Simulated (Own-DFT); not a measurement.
# Response to strain: wurtzite AlGaN with randomly placed atoms, 128 atoms (Al24Ga40N64)

These are calculations, not measurements. The program, named Own-DFT, is a retired in-house plane-wave density functional code that no person has reviewed. Each row is one single-point run on a periodic cell that was not relaxed, without spin or spin-orbit coupling.

Settings of every run: PBE; PseudoDojo norm-conserving scalar-relativistic files; cutoff 42 hartree; 3 x 3 x 3 k mesh centred on Gamma; Fermi-Dirac smearing of 0.05 eV.

Known limits: forces on such cells passed a denser k mesh, each cell not checked; stress not checked against mesh or cutoff.

Unstrained cell vectors in Å: (12.641, 0.000, 0.000); (-6.320, 10.947, 0.000); (0.000, 0.000, 10.218). The unstrained cell has measured lattice constants (interpolated for alloys), not those of this functional. That, the random moves and any unrelaxed bonds set the pressure at no strain. Each run strains this cell uniformly, with the atoms carried along. Every atom was also moved at random, by a Gaussian of width 0.05 Å on each axis. The random placing of the alloy's atoms differs from row to row. Strain is the symmetric tensor, in per cent. Stress is positive in tension, and the pressure is minus a third of its trace.

```
run,e_xx (%),e_yy (%),e_zz (%),s_xx (GPa),s_yy (GPa),s_zz (GPa),P (GPa),E (meV/atom)
1,-1.75,-1.75,0.00,-16.98,-18.65,-10.77,15.47,46.2
2,-2.75,-2.75,0.00,-26.41,-25.37,-11.12,20.97,70.9
3,2.25,2.25,0.00,3.98,4.38,-4.91,-1.15,3.4
4,-1.50,-1.50,0.00,-15.23,-16.72,-10.39,14.11,32.6
5,2.50,2.50,0.00,5.16,4.71,-4.37,-1.83,8.0
6,-0.75,-0.75,0.00,-12.94,-11.17,-8.01,10.71,19.2
7,1.00,1.00,0.00,-1.39,-1.85,-7.51,3.58,11.5
8,1.25,1.25,0.00,0.33,-1.76,-6.06,2.49,0.0
9,0.75,0.75,0.00,?,?,?,?,?
```

E is the free energy for each atom above the lowest run shown.

## Worked fit

The change of volume is close to e_xx + e_yy + e_zz. A straight line through the runs shown gives P = 8.25 - 213 x (fractional change of volume) GPa, with an error of 7 on the slope and a scatter of 0.71 GPa. The strain isn't the same on all axes and the cell isn't cubic, so the slope belongs to this path and is not the bulk modulus.

## Withheld run

Question: what pressure should run 9 give? Its volume changes by 1.51 %.

The line gives 5.0 GPa. The calculation gave 4.54 GPa.
